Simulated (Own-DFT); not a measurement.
## Calculated data, SiC (4H silicon carbide, strained, atoms displaced)

A calculation, not a measurement: plane-wave PBE density functional theory by an unreviewed code, no spin, of a simulated periodic cell, stress positive in tension, free energy of the whole cell less one offset for each atom, forces on such cells passed a denser k mesh, this cell's mesh not checked; offsets are fitted by least squares, one for each functional and potential file, so energies compare only between cells with the same atoms and settings and are not formation energies; the far tail of each file's local potential was reset to the Coulomb form; each entry is a single point on an unrelaxed cell, so the pressure reflects the starting lattice, mostly measured values (interpolated for alloys), from which strain is counted, and rises with the displacements; printed positions are rounded, which can move forces by about a meV/angstrom; the program, named Own-DFT, is a retired in-house code; no spin-orbit coupling. Program: Own-DFT development build.

```xyz
72
Lattice="9.1480 -0.0939 -0.0852 -4.6553 8.1835 -0.0857 -0.0927 -0.1612 10.1041" Properties=species:S:1:pos:R:3:force_x:R:1:force_y:R:1:force_z:R:1 formula=SiC functional=PBE potential_files=PseudoDojo_norm-conserving,scalar-relativistic,standard_set wave_cutoff=42 occupations=Fermi-Dirac smearing_width=0.1 hardware=one_NVIDIA_H100 k_mesh=4_x_4_x_3_centred_on_Gamma free_energy_of_cell_above_offsets=-5.211 pressure=3.85 stress_xx=-9.89 stress_yy=3.34 stress_zz=-4.99 stress_yz=-4.97 stress_xz=-2.16 stress_xy=-6.34 wall_time=358.5
Si     4.4393     7.9162     3.9286      1.483      2.093      1.589
Si     0.0698     1.7596     1.5216     -1.922     -0.931      1.305
C      4.4855     8.0084     0.8543      0.686      0.974     -2.156
C     -0.0221     1.5879     3.5065     -0.991      2.658     -1.326
Si    -1.5808     2.7053     4.1469     -0.514     -1.787     -2.277
Si    -1.5301     4.4515     1.5137     -1.114       0.58      0.208
C      7.5763     2.5881     0.7676      2.035      0.296      1.135
C     -1.5444     4.4437     3.3897     -1.605      -0.06      0.484
Si    -3.1363     5.4442     4.0915      0.119     -1.479     -1.089
Si    -3.0934     7.1884     1.4464     -0.392      0.272       1.14
C      5.9979     5.2722     0.8587      2.404      1.246     -2.063
C     -3.1335     7.2245     3.4605     -0.893     -1.706     -1.596
Si     2.9924    -0.0946     4.0427      1.006      0.827      1.435
Si     3.0347     1.8386     1.3981     -0.716     -2.548      2.686
C      3.0622    -0.0431     0.8476       -0.5      0.073      2.776
C      3.0761     1.6002     3.3653     -2.052      2.665     -0.192
Si     1.3771     2.6280     4.1049      2.047     -1.239     -0.914
Si     1.3964     4.5245     1.5378      1.893     -1.114      0.202
C      1.4757     2.6681     0.7971      0.565      1.357      2.645
C      1.4384     4.4173     3.4829     -2.416     -0.467     -1.636
Si    -0.1816     5.3682     4.1028      2.013        0.6     -1.175
Si    -0.0945     7.2028     1.4483      0.088      1.166      0.195
C     -0.0462     5.4351     0.9453     -0.847     -0.538     -1.489
C     -0.1536     7.2285     3.3433      0.124     -2.314     -0.056
Si     1.3830     7.9837     3.9180      0.744      2.426      0.739
Si     6.1622     1.7485     1.4931     -2.409     -1.212      0.155
C      6.0799    -0.0588     0.8249      0.703      0.013      1.769
C      5.9490     1.7164     3.3189      3.556     -1.376      1.177
Si     4.5425     2.5793     3.9584     -1.523      0.959      1.315
Si     4.5441     4.4242     1.3654     -2.041     -0.425      3.156
C      4.5429     2.6137     0.8921      1.726      1.364     -1.991
C      4.5472     4.3913     3.3862     -1.595      0.526     -0.725
Si     2.8604     5.2770     4.0267       3.83      1.267      0.359
Si     2.9561     7.1918     1.4392     -0.514     -0.496     -0.212
C      2.9649     5.3791     0.8518      0.425     -0.058     -0.355
C      2.9796     7.2272     3.2973     -3.023     -3.159      0.041
Si     9.0312    -0.2341     9.0717      1.307      0.839      0.042
Si     4.4427     6.1321     6.5722      0.504      0.963     -3.495
C      9.0345    -0.1231     5.9418      0.611     -2.846     -0.868
C      4.3923     6.1847     8.3183      1.923      -0.02      2.916
Si     5.9455     5.1845     8.9722      0.765      0.603      0.867
Si     6.0092     3.4353     6.5320      0.102     -0.151      -0.22
C     -3.1077     5.2724     5.9488     -1.565      1.346      0.567
C      5.9286     3.3748     8.4056      2.857      1.393     -0.232
Si     7.5298     2.4263     9.0521     -0.613      1.354     -1.155
Si     7.5859     0.7308     6.5999     -1.576      0.679     -3.131
C     -1.6236     2.6891     5.9511      0.265     -1.222      1.382
C      7.5428     0.7342     8.3569      -0.32     -1.233      3.186
Si     6.0198    -0.1593     9.1119     -0.732     -1.339     -1.789
Si     1.4172     6.2716     6.4809     -0.377      -1.25      1.491
C      1.3937     7.9782     5.8359     -0.321       1.75     -0.178
C      1.3477     6.1649     8.3985      1.206      0.668       0.63
Si     3.0002     5.3113     9.0444     -3.466     -1.679     -0.278
Si     2.9480     3.4853     6.5589     -0.048     -0.225     -1.174
C      2.9323     5.2880     5.9623      -0.31      -0.05     -1.479
C      2.9034     3.4391     8.3533      1.611       0.98      3.088
Si     4.5537     2.5531     9.0751     -3.846     -2.165      0.058
Si     4.4408     0.7742     6.5775       1.69      0.003      0.216
C      4.5045     2.6023     5.9491     -0.847     -1.171     -1.281
C      4.4386     0.6703     8.4679      1.813      1.779      0.272
Si     2.9983    -0.1529     9.2079     -1.191     -0.757     -3.335
Si    -1.6630     6.2077     6.5150      1.186      0.905      2.032
C     -1.6593     8.0346     5.9280     -1.309     -0.496     -1.503
C     -1.6187     6.2036     8.5294     -1.445     -0.056     -1.215
Si    -0.1432     5.2432     9.1115      0.482      0.103     -0.576
Si    -0.0682     3.5269     6.5548     -0.645     -0.024      0.988
C     -0.1110     5.3133     5.9473     -0.043      0.419     -0.273
C     -0.1891     3.4407     8.4640      1.754      0.802      0.462
Si     1.4696     2.5733     9.1382     -1.409      0.134      -3.26
Si     1.4087     0.7306     6.5855      1.495      1.544      0.627
C      1.4060     2.5975     5.9469      0.689     -0.529      0.268
C      1.4692     0.8176     8.4754     -0.575     -1.503       1.09
```

Units: wave_cutoff in hartree; smearing_width, free_energy_of_cell_above_offsets in eV; pressure, stress_xx, stress_yy, stress_zz, stress_yz, stress_xz, stress_xy in GPa; wall_time in s; force_x, force_y, force_z in eV/Å.
